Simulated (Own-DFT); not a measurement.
# Response to strain: 4H SiC, 72 atoms (C36Si36)

All numbers below are calculated, not measured. They come from Own-DFT, an in-house plane-wave density functional program, since retired, whose code no person has reviewed. Each row is one single-point run on a periodic cell that was not relaxed, without spin or spin-orbit coupling.

Settings of every run: PBE; PseudoDojo norm-conserving scalar-relativistic files; cutoff 42 hartree; 4 x 4 x 3 k mesh centred on Gamma; Fermi-Dirac smearing of 0.1 eV.

Known limits: forces on such cells passed a denser k mesh, each cell not checked; stress not checked against mesh or cutoff.

Unstrained cell vectors in Å: (9.248, 0.000, 0.000); (-4.624, 8.009, 0.000); (0.000, 0.000, 10.068). The unstrained cell has measured lattice constants (interpolated for alloys), not those of this functional. That, the random moves and any unrelaxed bonds set the pressure at no strain. Each run strains this cell uniformly, with the atoms carried along. Every atom was also moved at random, by a Gaussian of width 0.05 Å on each axis. Strain is the symmetric tensor, in per cent. Stress is positive in tension, and the pressure is minus a third of its trace.

```
run  e_xx (%)  e_yy (%)  e_zz (%)  e_yz (%)  e_xz (%)  e_xy (%)  s_xx (GPa)  s_yy (GPa)  s_zz (GPa)  s_yz (GPa)  s_xz (GPa)  s_xy (GPa)  P (GPa)  E (meV/atom)
  1      0.35      1.99     -0.42      0.89      0.41      0.74       -1.77        6.18       -7.69        3.49        1.80        3.13     1.09          14.1
  2     -1.33      1.50      1.66     -0.94     -1.37      1.58       -7.87        2.16        3.20       -2.44       -3.74        5.81     0.84          19.6
  3      0.50     -1.25     -1.87      1.23      1.22     -1.77       -3.17      -13.50      -20.90        4.73        4.78       -8.03    12.52          65.1
  4     -0.72     -1.29      0.84     -1.36     -1.68      1.86      -10.24      -11.69       -2.79       -4.74       -5.64        9.82     8.24          36.5
  5     -1.80     -1.34     -1.35      0.79     -0.53      1.70      -18.30      -13.43      -17.99        3.14       -1.82       10.57    16.57          42.6
  6     -0.22      0.74      0.85     -1.68     -0.27      0.36       -5.52        1.05       -1.23       -5.17       -1.21        2.02     1.90           8.0
  7      0.22      1.60     -0.09      1.12     -1.56      1.10       -2.16        4.56       -8.78        3.71       -4.80        4.71     2.13          45.6
  8      0.68      1.31      1.31      0.53      0.03      1.34        0.24        3.62       -0.12        1.93       -0.52        5.82    -1.24          25.0
  9      0.49      1.30      1.11     -1.83     -1.03     -0.34       -2.18        4.26       -0.32       -5.52       -4.30       -1.59    -0.59          28.6
 10      1.63     -1.12      1.32     -1.14      1.19     -0.20        3.45       -8.03        1.74       -3.78        3.90       -1.07     0.95           7.3
 11      0.94      0.62      0.92      0.53      0.60      0.45        2.33        0.39       -1.14        1.65        2.14        2.87    -0.53           0.0
 12      0.74     -0.41     -0.80      0.78      1.06      1.02       -0.37       -5.77      -14.15        1.99        3.66        3.31     6.76          34.7
 13     -0.82     -0.01     -0.50     -1.81      1.21      1.64       -9.65       -5.34      -11.32       -4.89        3.34        8.97     8.77          39.8
 14     -1.46      1.97      1.87      0.52      0.78      0.39       -8.84        4.40        3.35        1.20        2.16        0.74     0.36          27.9
 15     -0.88     -0.51      1.49      0.23      0.75      1.22       -9.60       -6.32        1.56        0.68        2.62        3.69     4.79           9.8
 16      1.31     -0.08     -1.60      1.20      0.94     -1.00        0.86       -4.82      -14.77        5.24        3.15       -4.04     6.24          29.1
 17      0.37     -0.62      0.75     -0.34     -1.61     -1.88           ?           ?           ?           ?           ?           ?        ?             ?
```

E is the free energy for each atom above the lowest run shown.

## Worked fit

Each stress component was fitted by least squares to a constant and the strains of the runs shown, as fractions, with shears doubled. Shear strains stay in the fit of a normal stress only where such slopes are resolved. The slopes, in GPa:

```
stress  at no strain  per e_xx  per e_yy  per e_zz  scatter
  s_xx          -4.9  544 ± 29  107 ± 27   56 ± 27     1.16
  s_yy          -4.5  101 ± 23  523 ± 21   66 ± 21     0.91
  s_zz          -7.7   62 ± 33   37 ± 30  631 ± 30     1.28
```

Each shear stress against twice its own strain: yz 153 ± 6, xz 159 ± 8, xy 237 ± 19 GPa. These are stiffnesses along x, y and z of the frame in which the cell vectors are given, which need not be the crystal's axes. The atoms are held to the strained lattice; where symmetry lets them move under strain, relaxing them would lower some slopes. The table should be nearly symmetric about its diagonal, and what it lacks of that shows the noise. A ninth of its sum, 236 ± 6 GPa, estimates the bulk modulus near the mean pressure of these runs, 4.3 GPa, so it lies above the value at zero pressure.

## Withheld run

Question: what normal stresses and pressure should run 17 give?

The fit gives s_xx = -3.1, s_yy = -6.8, s_zz = -2.9 and P = 4.3 GPa. The calculation gave -4.15, -8.87, -0.35 and P = 4.45 GPa.
